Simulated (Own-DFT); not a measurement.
# What a defect does to the pressure of its cell: wurtzite GaN

Calculated, not measured: single-point runs of Own-DFT, a retired in-house plane-wave DFT program that no person has reviewed, on unrelaxed cells, without spin or spin-orbit coupling.

All runs used: PBE; PseudoDojo norm-conserving scalar-relativistic files; cutoff 42 hartree; 4 x 4 x 3 k mesh centred on Gamma; Fermi-Dirac smearing of 0.1 eV.

Limits (not all hold for every row): not probed for a lower state with spin; forces not confirmed at this smearing and k mesh; stress not checked against mesh or cutoff.

All runs share one cell, with vectors in Å (9.567, 0.000, 0.000); (-4.784, 8.285, 0.000); (0.000, 0.000, 10.370) and a volume of 822.0 Å³. Atoms were moved at random from their sites; u is the rms move along one axis. The defect's site can differ from row to row.

```
cell,formula,u (Å),P (GPa)
no defect,Ga36N36,0.0198,5.89
no defect,Ga36N36,0.0206,5.97
no defect,Ga36N36,0.0481,7.20
one N on a Ga site,Ga35N37,0.0291,5.27
one N on a Ga site,Ga35N37,0.0296,?
one N on a Ga site,Ga35N37,0.0466,6.38
one N on a Ga site,Ga35N37,0.0482,6.65
one Ga on an N site,Ga37N35,0.0296,11.94
one Ga on an N site,Ga37N35,0.0308,12.02
one Ga on an N site,Ga37N35,0.0556,13.54
```

## Fit

P = P0 + c u² + a shift for each defect gives P0 = 5.59 GPa, c = 732 ± 40 GPa/Å² and a scatter of 0.11 GPa. The shifts, and each times the cell's volume:

- one Ga on an N site: 5.71 ± 0.09 GPa, 29.3 eV
- one N on a Ga site: -0.79 ± 0.09 GPa, -4.1 eV

A positive shift means that the defect pushes the cell outwards. Shift times volume (160.2 GPa Å³ is 1 eV) depends little on the cell's size, so, taken for each site, it can be compared between cells at like pressure. The atoms around the defects weren't relaxed, which would change these numbers.

## The run left out

Q: what pressure belongs in the blank (one N on a Ga site, u = 0.0296 Å)?

Estimate: 5.44 ± 0.13 GPa. The hidden result is 5.41 GPa.
